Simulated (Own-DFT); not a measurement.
# A layer strained by its substrate: wurtzite GaN, 72 atoms (Ga36N36)

The numbers are computed, not measured, by runs of the plane-wave DFT program Own-DFT (in-house, retired, unreviewed) at fixed positions, with no spin and no spin-orbit coupling.

All runs used: PBE; PseudoDojo norm-conserving scalar-relativistic files; cutoff 42 hartree; 4 x 4 x 3 k mesh centred on Gamma; Fermi-Dirac smearing of 0.1 eV.

Known weak points: forces not confirmed at this smearing and k mesh; stress not checked against mesh or cutoff.

Unstrained cell vectors in Å: (9.567, 0.000, 0.000); (-4.784, 8.285, 0.000); (0.000, 0.000, 10.370). The unstrained cell has measured lattice constants (interpolated for alloys), not those of this functional. That, the random moves and any unrelaxed bonds set the pressure at no strain. Each run strains x and y alike by e, as a substrate would, and holds the height along z. Each atom got a random Gaussian move of width 0.05 Å along each axis. Stress is positive in tension.

| e (%) | u (Å) | (s_xx + s_yy)/2 (GPa) | s_zz (GPa) |
|---|---|---|---|
| -3.00 | 0.049 | -26.40 | -12.83 |
| -2.75 | 0.050 | -23.69 | -13.63 |
| -1.75 | 0.050 | -17.40 | -11.63 |
| -0.50 | 0.050 | -9.91 | -9.42 |
| 0.25 | 0.050 | -6.80 | -5.99 |
| 0.50 | 0.053 | -4.91 | -8.24 |
| 1.00 | 0.054 | -2.68 | -6.95 |
| 1.75 | 0.050 | ? | ? |
| 2.75 | 0.049 | 5.10 | -4.83 |
| 3.00 | 0.046 | 6.63 | -3.66 |

## Working it out

With e as a fraction, the in-plane stress is -7.6 + 535 e - 2399 e² GPa (errors 8 and 407, scatter 0.46), and s_zz is -8.5 + 159 e GPa (slope ± 15, scatter 0.94). At e = 0 the first slope is C11 + C12 and the second 2 C13, both with the ions held to the strained lattice and at the cell's own pressure. The term in e² is negative: the layer stiffens under compression and softens under tension. A free layer would change its height as e changes, and the in-plane slope would drop by 2 C13²/C33 to the biaxial modulus. At fixed height, a misfit of 1 % moves the in-plane stress by about 5.4 GPa and s_zz by 1.6 GPa.

## Check

Q: what are the two stresses at e = 1.75 %?

From the fit: 1.0 and -5.7 GPa. The calculation gave 0.48 and -4.55 GPa.
